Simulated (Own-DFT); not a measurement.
# How strain changes the stress of wurtzite GaN, 72 atoms (Ga36N36)

Calculated results; nothing here was measured. The program, named Own-DFT, is a retired in-house plane-wave density functional code that no person has reviewed. Each row is one single-point run on a periodic cell that was not relaxed, without spin or spin-orbit coupling.

Settings of every run: PBE; PseudoDojo norm-conserving scalar-relativistic files; cutoff 42 hartree; 4 x 4 x 3 k mesh centred on Gamma; Fermi-Dirac smearing of 0.1 eV.

Known limits: forces not confirmed at this smearing and k mesh; stress not checked against mesh or cutoff.

Unstrained cell vectors in Å: (9.567, 0.000, 0.000); (-4.784, 8.285, 0.000); (0.000, 0.000, 10.370). The unstrained cell has measured lattice constants (interpolated for alloys), not those of this functional. That, the random moves and any unrelaxed bonds set the pressure at no strain. Each run strains this cell uniformly, with the atoms carried along. Every atom was also moved at random, by a Gaussian of width 0.05 Å on each axis. Strain is the symmetric tensor, in per cent. Stress is positive in tension, and the pressure is minus a third of its trace.

| run | e_xx (%) | e_yy (%) | e_zz (%) | e_yz (%) | e_xz (%) | e_xy (%) | s_xx (GPa) | s_yy (GPa) | s_zz (GPa) | s_yz (GPa) | s_xz (GPa) | s_xy (GPa) | P (GPa) | E (meV/atom) |
|---|---|---|---|---|---|---|---|---|---|---|---|---|---|---|
| 1 | -0.03 | 1.85 | -1.57 | 1.67 | -1.37 | 1.76 | -6.63 | -2.66 | -11.97 | 3.28 | -2.49 | 3.74 | 7.09 | 32.4 |
| 2 | 1.78 | -1.24 | -1.09 | -0.44 | 1.27 | 1.21 | -3.28 | -13.05 | -10.77 | -1.54 | 3.18 | 3.71 | 9.03 | 31.3 |
| 3 | 1.15 | 1.73 | -0.86 | -0.86 | 1.71 | -1.59 | -2.47 | -1.31 | -8.94 | -1.61 | 3.30 | -4.91 | 4.24 | 30.6 |
| 4 | 0.84 | 1.22 | 0.24 | -0.50 | 1.71 | 0.36 | -3.96 | -0.95 | -4.95 | -0.83 | 3.57 | 0.85 | 3.29 | 15.3 |
| 5 | -1.20 | 1.98 | -0.77 | -1.07 | -1.50 | 0.79 | -11.07 | -0.87 | -11.67 | -2.49 | -2.28 | 2.79 | 7.87 | 32.2 |
| 6 | 1.85 | 0.80 | 0.11 | 0.87 | 0.40 | 1.13 | 0.41 | -1.70 | -6.20 | 2.20 | 1.43 | 2.32 | 2.50 | 13.0 |
| 7 | -0.23 | 0.25 | 1.02 | -1.46 | -0.65 | 0.69 | -9.07 | -4.70 | -3.44 | -2.55 | -1.44 | 2.25 | 5.74 | 18.4 |
| 8 | -1.38 | 0.37 | 1.14 | -0.53 | -1.53 | 1.05 | -11.09 | -7.99 | -3.35 | 0.41 | -2.92 | 4.03 | 7.48 | 33.6 |
| 9 | 1.58 | 1.56 | 0.88 | 1.49 | -1.28 | 0.38 | 1.30 | 0.52 | -2.61 | 2.90 | -2.26 | 1.83 | 0.26 | 15.9 |
| 10 | -0.55 | -0.95 | -1.39 | -0.06 | 1.04 | 0.92 | -12.06 | -13.63 | -16.02 | 0.33 | 1.29 | 2.88 | 13.90 | 42.1 |
| 11 | -1.66 | -0.25 | 1.96 | 0.87 | -0.38 | -0.02 | -13.32 | -7.31 | -1.99 | 1.82 | 0.61 | -1.26 | 7.54 | 22.5 |
| 12 | 0.86 | 1.71 | 0.41 | -0.71 | -0.87 | 0.84 | -1.56 | -0.18 | -3.89 | -1.04 | -1.86 | 2.02 | 1.88 | 7.2 |
| 13 | -1.61 | -0.90 | 1.19 | -1.19 | 0.15 | -0.24 | -15.96 | -12.10 | -4.48 | -2.52 | 0.10 | -0.41 | 10.84 | 40.6 |
| 14 | -0.32 | -0.31 | 1.42 | 1.96 | -1.62 | -0.98 | -9.32 | -7.65 | -2.14 | 2.95 | -3.32 | -3.57 | 6.37 | 25.4 |
| 15 | 1.92 | 1.04 | 1.17 | 0.31 | -1.57 | -0.03 | 1.71 | -0.80 | -0.29 | 1.03 | -3.57 | 0.55 | -0.21 | 0.0 |
| 16 | 1.57 | 1.90 | 0.21 | 0.27 | 0.11 | 0.61 | ? | ? | ? | ? | ? | ? | ? | ? |

E is the free energy for each atom above the lowest run shown.

## Worked fit

Each stress component was fitted by least squares to a constant and the strains of the runs shown, as fractions, with shears doubled. Shear strains stay in the fit of a normal stress only where such slopes are resolved. The slopes, in GPa:

```
stress  at no strain  per e_xx  per e_yy  per e_zz  scatter
  s_xx          -8.2  397 ± 17  135 ± 19   65 ± 19     0.76
  s_yy          -7.9   90 ± 20  409 ± 23  120 ± 22     0.92
  s_zz          -7.8   91 ± 19   66 ± 22  415 ± 21     0.86
```

Each shear stress against twice its own strain: yz 94 ± 8, xz 111 ± 10, xy 141 ± 13 GPa. These are stiffnesses along x, y and z of the frame in which the cell vectors are given, which need not be the crystal's axes. The atoms are held to the strained lattice; where symmetry lets them move under strain, relaxing them would lower some slopes. The table should be nearly symmetric about its diagonal, and what it lacks of that shows the noise. A ninth of its sum, 199 ± 3 GPa, estimates the bulk modulus near the mean pressure of these runs, 5.9 GPa, so it lies above the value at zero pressure.

## Withheld run

Question: what normal stresses and pressure should run 16 give?

The fit gives s_xx = 0.7, s_yy = 1.6, s_zz = -4.3 and P = 0.6 GPa. The calculation gave 0.57, 1.27, -2.97 and P = 0.38 GPa.
